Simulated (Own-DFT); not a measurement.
# Response to strain: wurtzite AlN, 72 atoms (Al36N36)

All numbers below are calculated, not measured. They come from Own-DFT, an in-house plane-wave density functional program, since retired, whose code no person has reviewed. Each row is one single-point run on a periodic cell that was not relaxed, without spin or spin-orbit coupling.

Settings of every run: PBE; PseudoDojo norm-conserving scalar-relativistic files; cutoff 42 hartree; 3 x 3 x 2 k mesh centred on Gamma; Fermi-Dirac smearing of 0.1 eV.

Known limits: forces on such cells moved up to 12 meV/angstrom on a denser k mesh; stress not checked against mesh or cutoff.

Unstrained cell vectors in Å: (9.336, 0.000, 0.000); (-4.668, 8.085, 0.000); (0.000, 0.000, 9.964). The unstrained cell has measured lattice constants (interpolated for alloys), not those of this functional. That, the random moves and any unrelaxed bonds set the pressure at no strain. Each run strains this cell uniformly, with the atoms carried along. Every atom was also moved at random, by a Gaussian of width 0.05 Å on each axis. Strain is the symmetric tensor, in per cent. Stress is positive in tension, and the pressure is minus a third of its trace.

```
run  e_xx (%)  e_yy (%)  e_zz (%)  e_yz (%)  e_xz (%)  e_xy (%)  s_xx (GPa)  s_yy (GPa)  s_zz (GPa)  s_yz (GPa)  s_xz (GPa)  s_xy (GPa)  P (GPa)  E (meV/atom)
  1      1.42      1.17      1.17     -1.33     -1.65      1.28        2.60        1.93        1.07       -3.21       -4.16        3.25    -1.87           6.1
  2     -1.51      0.66     -0.84      0.01     -0.20      0.54      -13.36       -6.49       -8.71        0.52       -0.56        3.27     9.52          24.5
  3     -0.11     -0.06     -1.86     -1.61     -1.56      0.11       -6.61       -6.08      -17.70       -4.13       -3.70        0.04    10.13          24.6
  4     -1.89      1.60     -0.18     -0.28      1.00      1.51      -13.25       -0.36       -7.42       -0.51        2.69        5.51     7.01          23.9
  5     -0.88     -1.54      1.66      1.33     -0.78      0.17       -8.29      -14.64       -0.58        3.48       -1.07       -0.27     7.84          26.2
  6     -1.39      1.58     -0.93      1.86     -2.00      0.04      -11.66       -0.25      -10.87        4.37       -5.62        3.48     7.60          36.8
  7     -0.96     -0.95     -0.75     -0.52      0.54      1.29      -12.74      -11.43      -10.76       -1.69        1.50        5.95    11.65          28.8
  8      0.33      1.76      1.11     -0.30     -0.40      0.97       -0.61        2.25        1.62       -0.44       -0.82        3.10    -1.09           0.0
  9      0.57     -0.63      0.75      1.22     -0.07      0.43       -4.51       -6.98       -1.78        4.12       -0.42        1.30     4.42          13.8
 10      0.29      1.19     -1.76     -1.20     -0.56     -1.33       -3.32       -2.12      -13.42       -2.56       -1.36       -4.11     6.29          29.6
 11      1.70     -0.47     -1.42     -0.83     -0.87     -0.50        0.08       -5.49      -12.36       -2.10       -2.87       -1.30     5.92           9.4
 12     -0.35      0.57     -1.32     -0.89      1.48      1.92       -7.19       -4.70      -13.43       -2.03        3.60        6.83     8.44          43.6
 13      0.79      1.07     -1.47     -1.56     -0.66     -1.11       -5.05       -0.96      -10.70       -4.03       -1.78       -5.76     5.57          37.2
 14     -1.62      0.65      1.90      1.27      0.27      0.18      -11.48       -4.13        2.78        3.38        0.74        1.98     4.28          17.9
 15     -0.23     -1.69     -1.90     -1.54     -1.87      1.12      -12.36      -14.83      -16.08       -4.89       -5.14        3.66    14.42          39.7
 16      1.77     -1.67      0.07     -0.25     -1.56      1.14        0.89      -11.53       -5.54       -1.89       -3.96        3.50     5.39          18.9
 17     -0.02     -1.73      1.52     -0.57      1.52     -1.67       -7.49      -13.68       -1.43       -1.85        4.70       -7.69     7.53          40.2
 18     -1.26     -0.15     -1.88      1.66     -0.97     -0.36           ?           ?           ?           ?           ?           ?        ?             ?
```

E is the free energy for each atom above the lowest run shown.

## Worked fit

Each stress component was fitted by least squares to a constant and the strains of the runs shown, as fractions, with shears doubled. Shear strains stay in the fit of a normal stress only where such slopes are resolved. The slopes, in GPa:

| stress | at no strain | per e_xx | per e_yy | per e_zz | scatter |
|---|---|---|---|---|---|
| s_xx | -6.0 | 459 ± 30 | 118 ± 27 | 96 ± 25 | 1.33 |
| s_yy | -6.0 | 133 ± 19 | 458 ± 17 | 33 ± 16 | 0.85 |
| s_zz | -6.1 | 72 ± 26 | 90 ± 23 | 486 ± 22 | 1.15 |

Each shear stress against twice its own strain: yz 134 ± 8, xz 127 ± 4, xy 184 ± 11 GPa. These are stiffnesses along x, y and z of the frame in which the cell vectors are given, which need not be the crystal's axes. The atoms are held to the strained lattice; where symmetry lets them move under strain, relaxing them would lower some slopes. The table should be nearly symmetric about its diagonal, and what it lacks of that shows the noise. A ninth of its sum, 216 ± 5 GPa, estimates the bulk modulus near the mean pressure of these runs, 6.7 GPa, so it lies above the value at zero pressure.

## Withheld run

Question: what normal stresses and pressure should run 18 give?

The fit gives s_xx = -13.8, s_yy = -9.0, s_zz = -16.3 and P = 13.0 GPa. The calculation gave -13.11, -6.99, -19.80 and P = 13.30 GPa.
